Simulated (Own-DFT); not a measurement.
Si12O23 (quartz with two neutral oxygen vacancies, atoms displaced) (calculated)

All values are calculated (Own-DFT development build). A calculation, not a measurement: plane-wave PBE and HSE06 DFT by an unreviewed code, no spin, of a simulated cell at Gamma alone, so results move with cell size and shape, stress positive in tension, energies less offsets, not probed for a lower state with spin; oxygen file: force components 24 meV/angstrom off all-electron in a glass; k mesh not checked against a denser one; forces and stress are PBE's, HSE06 gives the energy alone, and its difference from PBE has offsets of its own; offsets are fitted by least squares, one for each functional and potential file, so energies compare only between cells with the same atoms and settings and are not formation energies; the far tail of each file's local potential was reset to the Coulomb form; each entry is a single point on an unrelaxed cell, so the pressure reflects the starting lattice, mostly measured values (interpolated for alloys), from which strain is counted, and rises with the displacements; printed positions are rounded, which can move forces by about a meV/angstrom; the program, named Own-DFT, is a retired in-house code; no spin-orbit coupling.

Settings shared by all entries: first functional PBE; second functional HSE06; exact exchange share 0.25; screening 0.11 1/bohr; exchange divergence Gygi-Baldereschi; potential files PseudoDojo norm-conserving, scalar-relativistic, made for PBE, standard set; wave cutoff 48 hartree; occupations fixed; k mesh 1 x 1 x 1 centred on Gamma.

(1) 
```xyz
70
Lattice="9.8268 0.0000 0.0000 -4.9134 8.5103 0.0000 0.0000 0.0000 10.8104" Properties=species:S:1:pos:R:3:force_x:R:1:force_y:R:1:force_z:R:1 formula=Si12O23 PBE_energy_of_cell_above_offsets=-16.478 HSE06_less_PBE_above_offsets=0.169 PBE_pressure=8.91 PBE_stress_xx=-9.11 PBE_stress_yy=-8.67 PBE_stress_zz=-8.94 PBE_stress_yz=0.01 PBE_stress_xz=-2.36 PBE_stress_xy=-0.05
Si    -2.5898     8.4903     0.0185     -1.271      1.818     -2.965
Si    -1.2013     2.0851     3.6160     -0.031     -7.545     -1.645
Si     1.3114     2.2573     1.8539      0.658     -0.566     -0.152
O      1.3928     1.1537     0.6505      0.027       0.23      0.148
O      2.8030     2.4346     2.5442     -3.519      1.271     -3.094
O      3.3116     0.5289     4.2916      2.353      2.631     -2.649
O     -1.0758     3.0349     4.7546      0.423      4.423      4.041
O      0.2703     1.6784     2.9595      -0.04      0.811     -0.112
O      0.8831     3.6797     1.1554       0.68     -1.201      1.662
Si    -2.5682     8.5042     5.3939     -1.339     -0.681       0.58
Si    -1.0985     1.9683     9.0722      0.984      4.872     -5.212
Si     1.3254     2.2395     7.2074      1.359     -1.616      -0.62
O      1.4479     1.1433     6.0147      -0.96      0.444      0.031
O      2.7634     2.5111     7.7869      2.052     -0.108       1.65
O      3.2499     0.6561     9.5813     -1.824     -3.572      2.703
O     -1.0668     3.1873    10.1195     -0.733     -1.007      0.186
O      0.3655     1.7171     8.3429     -2.368     -0.261      1.875
O      0.7826     3.5461     6.5723     -1.632      2.817     -1.852
Si    -0.1370     4.1916     0.0755      0.552       4.02     -2.168
Si     6.2183     6.1918     3.5523       2.52       2.24      1.413
Si    -1.0956     6.5002     1.7574     -2.344      1.061      2.092
O     -1.1652     5.3429     0.7276      1.178     -2.438     -2.684
O      0.3628     6.6646     2.3924     -3.165      2.143     -4.549
O      0.8288     4.9147     4.2220      -1.19     -0.986      1.177
O     -3.4290     7.3205     4.7793     -1.528     -1.555     -1.795
O     -2.1152     5.9467     2.9195     -0.001      0.724     -0.029
O     -1.7099     7.9205     1.1802      1.876     -1.449      1.254
Si    -0.1823     4.1969     5.4188      2.486      1.381     -0.357
Si    -3.5656     6.2915     9.0473     -1.919      -0.56     -3.079
Si    -1.1797     6.4896     7.2601      0.839      0.626     -3.358
O     -1.0988     5.3164     6.0802     -0.391      0.859      0.692
O      0.3003     6.7514     7.8348      -1.26      0.762     -1.117
O      0.8091     4.9442     9.6916     -1.897     -2.444       1.88
O     -3.6190     7.4089    10.1138      1.442      2.719      2.724
O     -2.1818     5.9702     8.3301      -0.17     -0.346      1.433
O     -1.7055     7.8568     6.5379      1.696     -1.298      2.291
Si     7.1285     0.0609     0.0108      5.604     -4.797     -1.873
Si     3.7907     1.9853     3.6136     -0.099     -1.647      4.479
Si     6.1891     2.1650     1.7923      1.549      4.493      0.702
O      6.2259     1.1058     0.6576     -1.963      1.246     -0.585
O      7.6604     2.4843     2.4395     -1.603      0.555     -2.056
O      3.7799     3.1515     4.8311     -1.615     -3.702     -2.779
O      5.1804     1.7729     2.8987     -0.038      -1.13      1.525
O      5.6902     3.6758     1.2344      1.883     -2.344      1.568
Si     2.2915     8.4849     5.3715      0.818      0.746      -1.75
Si     3.8023     1.9912     9.0174     -3.916      3.373     -0.886
Si     6.2458     2.3145     7.2177     -4.668     -2.585     -0.049
O      6.3228     1.2114     6.0759     -0.088     -2.145     -1.357
O      7.5370     2.4766     7.9118      7.957      0.406      4.424
O      8.2677     0.6657     9.6027     -3.953     -6.001      4.702
O      3.7700     3.1482    10.1637      1.621      0.942      1.063
O      5.1695     1.8213     8.4064      4.387      -0.72     -2.056
O      5.7249     3.6379     6.6380     -1.988      3.211      -3.07
Si     4.8834     4.2297     0.0321      -4.41       2.25     -2.811
Si     1.2828     6.3265     3.5134      3.942     -0.753      7.067
Si     3.7449     6.4237     1.8675      0.915      3.355     -4.596
O      3.7619     5.3866     0.6796      1.843     -2.529     -1.867
O      5.1934     6.6645     2.4422      1.069      0.836     -0.099
O      5.8235     4.8303     4.2090     -2.042     -2.786      1.812
O      2.7866     6.0771     2.9694     -2.918     -1.733      3.759
O      3.1646     7.8577     1.2037     -0.376      0.811     -0.693
Si     4.7529     4.1994     5.3539      3.091      4.668      4.008
Si     1.2653     6.2624     8.9728       2.04     -0.048      0.867
Si     3.7721     6.5885     7.2432     -0.655     -5.941      0.679
O      3.8646     5.3966     6.1131      0.696     -1.005     -1.389
O      5.1428     6.7161     7.9234      3.533      0.656      1.544
O      5.7994     4.9200     9.6390     -1.296     -2.909      2.485
O      1.4149     7.3366    10.1668     -0.649      1.643      0.394
O      2.7177     6.0358     8.3592       0.47      -0.01     -0.351
O      3.3072     7.8474     6.5809     -2.683      5.372     -3.199
```

Units: PBE_energy_of_cell_above_offsets, HSE06_less_PBE_above_offsets in eV; PBE_pressure, PBE_stress_xx, PBE_stress_yy, PBE_stress_zz, PBE_stress_yz, PBE_stress_xz, PBE_stress_xy in GPa; force_x, force_y, force_z in eV/Å.

(2) 
```xyz
70
Lattice="9.8268 0.0000 0.0000 -4.9134 8.5103 0.0000 0.0000 0.0000 10.8104" Properties=species:S:1:pos:R:3:force_x:R:1:force_y:R:1:force_z:R:1 formula=Si12O23 PBE_energy_of_cell_above_offsets=-16.391 HSE06_less_PBE_above_offsets=0.253 PBE_pressure=8.51 PBE_stress_xx=-7.77 PBE_stress_yy=-8.78 PBE_stress_zz=-8.98 PBE_stress_yz=-0.32 PBE_stress_xz=0.91 PBE_stress_xy=0.32
Si    -2.6079     8.4941     0.0321      1.217     -1.049      1.166
Si     8.6773     1.9244     3.6222     -0.559      5.377     -1.577
Si     1.2499     2.2403     1.6657      0.318      7.681      8.307
O      1.4508     1.1110     0.7776       0.16     -5.709     -5.506
O      2.7387     2.5046     2.4603     -0.617      0.261     -0.871
O      3.1063     0.6296     4.2430      1.615       0.75     -1.018
O     -1.1071     3.0949     4.8234      1.128     -0.098     -0.043
O      0.3116     1.8728     2.9487     -0.014     -0.861     -0.412
O      0.7076     3.7386     1.2196      1.595     -2.142      0.687
Si    -2.6308     8.4853     5.4284      1.364      1.436     -0.385
Si     8.6252     2.0145     8.9527     -0.701      0.912     -0.694
Si     1.2604     2.1459     7.1525       4.17      6.504      0.207
O      1.3947     1.2113     5.9745     -0.091      -2.53     -2.179
O      2.8521     2.4431     7.8597     -5.728      1.203     -5.141
O      3.1292     0.6250     9.6526      0.416     -0.744     -0.104
O     -1.0566     3.1942    10.1376     -0.581     -1.763     -1.283
O      0.3461     1.7114     8.2611     -4.418      -1.25      4.355
O      0.7384     3.6834     6.5820      4.361     -3.762       4.99
Si    -0.1526     4.3214     0.0380     -1.716      0.622      0.175
Si    -3.6107     6.2863     3.6776      2.394      -1.31     -3.218
Si    -1.1432     6.5388     1.7402      -0.77     -4.512      5.193
O     -1.1253     5.4448     0.6772       0.05      -3.43     -3.512
O      0.2244     6.7142     2.3898       4.93      0.777      2.302
O      0.7691     4.9048     4.1566     -1.409     -3.067      2.818
O     -3.5557     7.4610     4.7250     -2.062     -1.091      0.544
O     -2.1052     6.0473     2.9518     -2.409      0.179      1.576
O     -1.6188     7.7702     1.1145     -3.318      8.093     -4.012
Si    -0.0673     4.2678     5.4785     -4.828      1.136     -7.078
Si    -3.5568     6.3286     8.9649      -1.49     -2.032      2.419
Si    -1.0579     6.5107     7.2751     -4.192     -1.413     -4.604
O     -1.1690     5.3408     6.0175      0.849      1.732      2.129
O      0.3143     6.7888     7.8684      2.163      0.705      0.692
O      0.7781     4.9255     9.7368      1.173      0.858     -2.052
O     -3.4947     7.3614    10.1749     -1.035      0.084      0.168
O     -2.1661     6.0118     8.3531       1.97     -0.187     -0.585
O     -1.6313     7.8405     6.4797      0.475     -0.347      1.723
Si     7.2451     0.0954     0.0765     -2.023     -1.781     -2.304
Si     3.7323     2.0029     3.6297      0.245     -0.997     -0.929
Si     6.0969     2.2526     1.7519      2.547      3.834      5.919
O      6.3202     1.2449     0.6943       0.28     -4.705     -5.506
O      7.5911     2.4728     2.4628       0.54     -0.239      0.389
O      8.1745     0.6105     4.2194     -1.023     -3.737      1.433
O      3.7739     3.0679     4.8879     -0.185     -0.478     -1.016
O      5.2430     1.6568     2.9599     -2.969      0.201      1.746
O      5.6261     3.6408     1.1757      0.191      0.718     -0.724
Si     2.2676     8.4845     5.3735      2.537      -0.98      -1.47
Si     3.7064     1.9262     8.9740      3.288      1.697      4.049
Si     6.2293     2.3151     7.2442      0.574     -0.267      -1.36
O      6.3629     1.1092     5.9775     -2.782      4.185      2.979
O      8.1602     0.6136     9.6635      0.913      0.711     -0.305
O      3.7583     3.1551    10.1709     -0.076     -2.034     -1.594
O      5.1960     1.6990     8.3942      0.963     -0.195     -0.294
Si     4.8096     4.2333    10.7160     -2.566      0.335      3.318
Si     1.3003     6.2268     3.5547     -3.925       2.25     -0.015
Si     3.7536     6.4824     1.8618      0.117     -0.045     -1.998
O      3.8427     5.2874     0.7502     -0.034      0.949     -0.528
O      5.2644     6.7294     2.4120     -0.755      0.273      0.623
O      5.7668     4.8775     4.3104     -1.124     -0.951       1.01
O      1.4033     7.3009     4.7678     -0.584     -0.077     -0.167
O      2.6704     5.9947     2.9448      4.057     -0.386     -1.373
O      3.1465     7.8846     1.1764      2.437     -1.619       2.66
Si     4.7295     4.2185     5.4451      2.168      0.281      0.991
Si     1.3453     6.2485     8.9751     -1.776      1.078      4.292
Si     3.8178     6.5784     7.2614     -4.273     -0.413     -2.918
O      3.8081     5.4333     6.0337      0.536      0.458      0.875
O      5.2192     6.7871     7.8742      1.226      1.094     -0.121
O      5.6531     4.9206     9.6072      1.745      1.397     -2.021
O      1.4404     7.3584    10.2087     -0.041      0.547      -0.75
O      2.6850     5.9499     8.2950      3.773     -0.087     -1.604
O      3.2120     7.9822     6.5816      1.591     -2.034       1.53
```

Units: PBE_energy_of_cell_above_offsets, HSE06_less_PBE_above_offsets in eV; PBE_pressure, PBE_stress_xx, PBE_stress_yy, PBE_stress_zz, PBE_stress_yz, PBE_stress_xz, PBE_stress_xy in GPa; force_x, force_y, force_z in eV/Å.
